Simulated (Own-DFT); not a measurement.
# Computed records: Hf$_{36}$O$_{71}$ (tetragonal hafnia with one neutral oxygen vacancy, atoms displaced)

All values are calculated (Own-DFT development build). A calculation, not a measurement: plane-wave PBE and HSE06 DFT by an unreviewed code, no spin, of a simulated cell at Gamma alone, so results move with cell size and shape, stress positive in tension, energies less offsets, not probed for a lower state with spin; hafnium file: forces about 75 meV/angstrom off all-electron values; oxygen file: force components 24 meV/angstrom off all-electron in a glass; k mesh not checked against a denser one; forces and stress are PBE's, HSE06 gives the energy alone, and its difference from PBE has offsets of its own; offsets are fitted by least squares, one for each functional and potential file, so energies compare only between cells with the same atoms and settings and are not formation energies; the far tail of each file's local potential was reset to the Coulomb form; each entry is a single point on an unrelaxed cell, so the pressure reflects the starting lattice, taken from the Materials Project, from which strain is counted, and rises with the displacements; printed positions are rounded, which can move forces by about a meV/angstrom; the program is a retired in-house code; no spin-orbit coupling.

```yaml
- formula: Hf36O71
  kind: "tetragonal hafnia with one neutral oxygen vacancy, atoms displaced"
  structure:
    cell_angstrom: [[10.78, 0.0, 0.0], [0.0, 10.78, 0.0], [0.0, 0.0, 10.4493]]
    atoms_fractional:
      - [Hf, 0.99965, 0.00198, 0.00257]
      - [Hf, 0.16965, 0.1503, 0.25407]
      - [O, 0.01228, 0.16685, 0.15348]
      - [O, 0.16428, 0.00059, 0.35341]
      - [O, 0.98763, 0.16317, 0.4191]
      - [O, 0.16101, 0.99655, 0.07572]
      - [Hf, 0.00867, 0.00351, 0.50375]
      - [Hf, 0.17348, 0.17314, 0.73934]
      - [O, 0.16588, 0.01195, 0.84736]
      - [O, 0.00788, 0.16634, 0.88937]
      - [O, 0.15082, 0.98917, 0.60455]
      - [Hf, 0.00327, 0.3308, 0.00444]
      - [Hf, 0.16135, 0.50104, 0.26258]
      - [O, 0.9918, 0.51499, 0.14627]
      - [O, 0.1495, 0.33073, 0.3371]
      - [O, 0.99391, 0.51331, 0.39421]
      - [O, 0.16855, 0.33548, 0.0957]
      - [Hf, 0.99965, 0.34106, 0.49972]
      - [Hf, 0.17373, 0.49495, 0.74496]
      - [O, 0.00045, 0.49909, 0.66409]
      - [O, 0.17628, 0.32792, 0.84513]
      - [O, 0.00143, 0.51258, 0.90574]
      - [O, 0.16768, 0.31738, 0.59622]
      - [Hf, 0.0036, 0.6577, 0.99883]
      - [Hf, 0.17247, 0.83619, 0.24698]
      - [O, 0.00153, 0.83324, 0.14883]
      - [O, 0.16072, 0.66699, 0.34024]
      - [O, 0.98608, 0.85119, 0.3977]
      - [O, 0.16979, 0.66222, 0.10455]
      - [Hf, 0.00283, 0.67083, 0.49359]
      - [Hf, 0.17532, 0.85323, 0.7377]
      - [O, 0.00512, 0.82995, 0.65246]
      - [O, 0.16737, 0.66447, 0.84216]
      - [O, 0.00465, 0.84073, 0.90666]
      - [O, 0.17338, 0.66599, 0.59687]
      - [Hf, 0.34733, 0.9983, 0.99519]
      - [Hf, 0.4984, 0.16378, 0.25212]
      - [O, 0.34531, 0.17344, 0.15561]
      - [O, 0.49989, 0.00276, 0.35473]
      - [O, 0.33169, 0.18068, 0.41713]
      - [O, 0.49093, 0.00062, 0.09736]
      - [Hf, 0.33549, 0.98602, 0.49933]
      - [Hf, 0.49994, 0.15875, 0.74198]
      - [O, 0.34585, 0.16231, 0.66307]
      - [O, 0.48438, 0.98046, 0.8611]
      - [O, 0.34914, 0.17491, 0.90253]
      - [O, 0.50089, 0.99546, 0.60446]
      - [Hf, 0.33788, 0.33409, 0.99687]
      - [Hf, 0.49906, 0.50229, 0.25291]
      - [O, 0.3279, 0.50408, 0.15646]
      - [O, 0.50416, 0.34316, 0.3528]
      - [O, 0.31809, 0.51606, 0.41783]
      - [O, 0.5088, 0.33585, 0.09231]
      - [Hf, 0.32799, 0.32355, 0.48918]
      - [Hf, 0.49536, 0.50211, 0.75843]
      - [O, 0.33699, 0.49438, 0.64925]
      - [O, 0.51057, 0.32738, 0.8492]
      - [O, 0.33681, 0.49365, 0.91483]
      - [O, 0.49378, 0.34398, 0.59249]
      - [Hf, 0.33358, 0.65665, 0.00308]
      - [Hf, 0.50386, 0.83631, 0.25114]
      - [O, 0.33816, 0.84623, 0.15201]
      - [O, 0.49997, 0.6668, 0.33904]
      - [O, 0.34169, 0.84137, 0.40307]
      - [O, 0.50455, 0.66241, 0.08343]
      - [Hf, 0.32408, 0.67567, 0.51463]
      - [Hf, 0.50556, 0.8317, 0.74897]
      - [O, 0.33357, 0.84693, 0.64838]
      - [O, 0.50276, 0.66427, 0.85016]
      - [O, 0.32736, 0.82717, 0.90509]
      - [O, 0.50982, 0.66822, 0.59392]
      - [Hf, 0.67342, 0.00173, 0.00206]
      - [Hf, 0.8106, 0.16634, 0.24957]
      - [O, 0.66988, 0.16205, 0.14509]
      - [O, 0.83428, 0.99551, 0.35106]
      - [O, 0.66655, 0.15831, 0.40628]
      - [O, 0.83978, 0.99595, 0.09529]
      - [Hf, 0.66933, 0.00658, 0.50281]
      - [Hf, 0.83912, 0.16002, 0.7547]
      - [O, 0.67684, 0.17027, 0.65552]
      - [O, 0.84282, 0.99636, 0.84944]
      - [O, 0.66772, 0.15999, 0.90869]
      - [O, 0.83495, 0.0129, 0.60147]
      - [Hf, 0.66532, 0.32695, 0.99004]
      - [Hf, 0.83447, 0.50199, 0.25293]
      - [O, 0.67258, 0.50684, 0.14292]
      - [O, 0.83724, 0.33761, 0.35076]
      - [O, 0.67879, 0.49709, 0.39774]
      - [O, 0.8334, 0.3233, 0.09543]
      - [Hf, 0.66952, 0.33605, 0.50042]
      - [Hf, 0.83363, 0.49625, 0.75491]
      - [O, 0.65891, 0.49536, 0.64999]
      - [O, 0.83379, 0.33115, 0.85361]
      - [O, 0.67605, 0.50098, 0.89927]
      - [O, 0.83401, 0.33761, 0.59634]
      - [Hf, 0.6602, 0.64757, 0.99954]
      - [Hf, 0.83022, 0.83371, 0.25446]
      - [O, 0.67457, 0.83554, 0.1684]
      - [O, 0.83758, 0.66178, 0.34865]
      - [O, 0.67437, 0.83342, 0.39775]
      - [O, 0.83264, 0.65486, 0.11161]
      - [Hf, 0.67603, 0.65345, 0.49621]
      - [Hf, 0.82476, 0.84621, 0.75528]
      - [O, 0.66768, 0.83304, 0.64793]
      - [O, 0.82642, 0.6592, 0.84651]
      - [O, 0.65663, 0.82079, 0.90896]
      - [O, 0.83289, 0.66224, 0.59687]
  settings:
    first_functional: PBE
    second_functional: HSE06
    exact_exchange_share: 0.25
    "screening [1/bohr]": 0.11
    exchange_divergence: Gygi-Baldereschi
    potential_files: "PseudoDojo norm-conserving, scalar-relativistic, made for PBE, standard set"
    "wave_cutoff [hartree]": 48.0
    occupations: fixed
    k_mesh: "1 x 1 x 1 centred on Gamma"
  results:
    "PBE_energy_of_cell_above_offsets [eV]": "-88.259"
    "HSE06_less_PBE_above_offsets [eV]": "0.568"
    "PBE_pressure [GPa]": 5.75
    "PBE_stress_xx [GPa]": -4.83
    "PBE_stress_yy [GPa]": -6.71
    "PBE_stress_zz [GPa]": -5.7
    "PBE_stress_yz [GPa]": -1.69
    "PBE_stress_xz [GPa]": -0.96
    "PBE_stress_xy [GPa]": 0.16
    force_element: [Hf, Hf, O, O, O, O, Hf, Hf, O, O, O, Hf, Hf, O, O, O, O, Hf, Hf, O, O, O, O, Hf, Hf, O, O, O, O, Hf, Hf, O, O, O, O, Hf, Hf, O, O, O, O, Hf, Hf, O, O, O, O, Hf, Hf, O, O, O, O, Hf, Hf, O, O, O, O, Hf, Hf, O, O, O, O, Hf, Hf, O, O, O, O, Hf, Hf, O, O, O, O, Hf, Hf, O, O, O, O, Hf, Hf, O, O, O, O, Hf, Hf, O, O, O, O, Hf, Hf, O, O, O, O, Hf, Hf, O, O, O, O]
    "force_x [eV/angstrom]": [0.504, -1.226, -1.258, 1.172, 1.028, 3.656, -5.02, -2.259, 1.33, -1.075, 5.313, -0.087, 0.087, 2.042, 0.618, 1.183, 0.314, -1.027, -1.05, 1.417, -0.147, -0.006, -0.096, -0.704, -2.415, 0.84, -0.063, 1.676, 0.441, -1.792, -3.509, -1.431, 0.759, -0.441, -2.803, -4.222, 0.868, -2.095, -0.72, 0.165, 4.582, 0.547, 2.053, -2.761, 1.799, 0.173, 0.312, -0.631, 0.349, 1.473, -0.438, -0.104, -0.809, 1.336, 1.096, -0.65, 0.201, 0.444, 0.613, -1.583, 1.09, -0.434, 0.16, -0.76, -2.477, 4.483, 0.616, 1.448, -0.744, -0.123, -2.074, -0.63, 5.503, -3.289, -1.524, -0.051, -2.238, 1.321, 1.821, -1.98, -1.564, -0.016, 0.367, 0.911, -0.204, -1.762, -0.449, -0.887, 0.051, -0.706, -0.656, 0.956, 0.027, -1.025, 0.39, 4.222, 2.745, -3.263, -0.279, -0.939, -0.495, -0.229, 2.166, 0.297, 0.434, 0.998, 0.812]
    "force_y [eV/angstrom]": [-0.777, 3.75, -0.107, -1.018, 1.676, 0.43, -0.361, -0.769, -0.556, 0.968, 1.805, -0.05, 0.131, -2.125, -0.978, -2.075, 0.233, -1.292, 1.475, -0.464, 1.318, -5.219, 0.493, 4.382, -1.539, 0.198, 2.963, -3.138, 0.612, 2.181, -1.963, -0.38, -0.668, -1.148, 0.006, -0.507, 1.079, -0.501, 0.323, -9.173, 0.482, 2.984, 0.895, -0.249, 2.297, -1.598, 0.5, -1.701, 0.37, -0.426, -1.646, -2.049, 0.049, 9.677, -1.353, 1.007, 0.914, 1.074, -1.765, 1.912, -0.66, -0.656, 0.235, -2.575, 0.444, -1.717, -1.498, -0.437, -0.185, -0.119, 0.458, -2.462, -0.081, -0.524, 2.545, 2.891, 0.897, -3.329, 1.466, -0.125, 1.665, -1.052, -0.513, 1.715, 0.986, -1.314, -1.886, -0.355, -0.323, 0.425, 0.827, -0.108, -0.369, -2.815, -0.093, 2.137, -1.065, 0.836, 1.491, -0.091, 1.65, 2.166, -4.543, 0.96, 1.984, 2.799, -0.271]
    "force_z [eV/angstrom]": [-1.817, -2.864, 0.589, 0.794, -0.294, 3.582, -0.839, 2.268, -1.863, 0.744, -0.249, -0.306, -3.219, 1.102, 1.472, 1.223, -0.512, -0.188, 1.673, -1.805, -0.124, -1.652, -0.576, 1.83, -2.412, 1.457, 1.879, 0.798, -0.603, 0.913, 5.496, -0.088, -0.441, -0.561, 0.741, -1.435, -0.452, 0.87, -0.137, -4.67, 2.245, 1.819, 2.703, -2.446, -2.111, 0.083, -0.328, 1.89, -1.923, 1.08, -0.861, -1.563, 1.07, 4.908, -1.9, 1.547, -0.957, -2.452, -0.147, -0.234, -0.072, 0.811, 0.01, -1.051, 2.522, -2.274, 0.683, -1.054, -0.941, -0.297, 0.408, 0.688, 2.086, -0.069, -0.78, -1.741, 0.851, 0.338, -0.825, -0.24, 1.087, -1.284, 0.551, 0.5, -2.083, 1.596, -0.246, -0.265, 0.502, 1.3, -0.349, 0.148, -0.672, -1.086, 0.138, 0.454, 0.177, -2.464, 1.103, 1.655, -1.954, 0.598, -0.957, 0.941, -0.189, -0.585, -0.418]
```
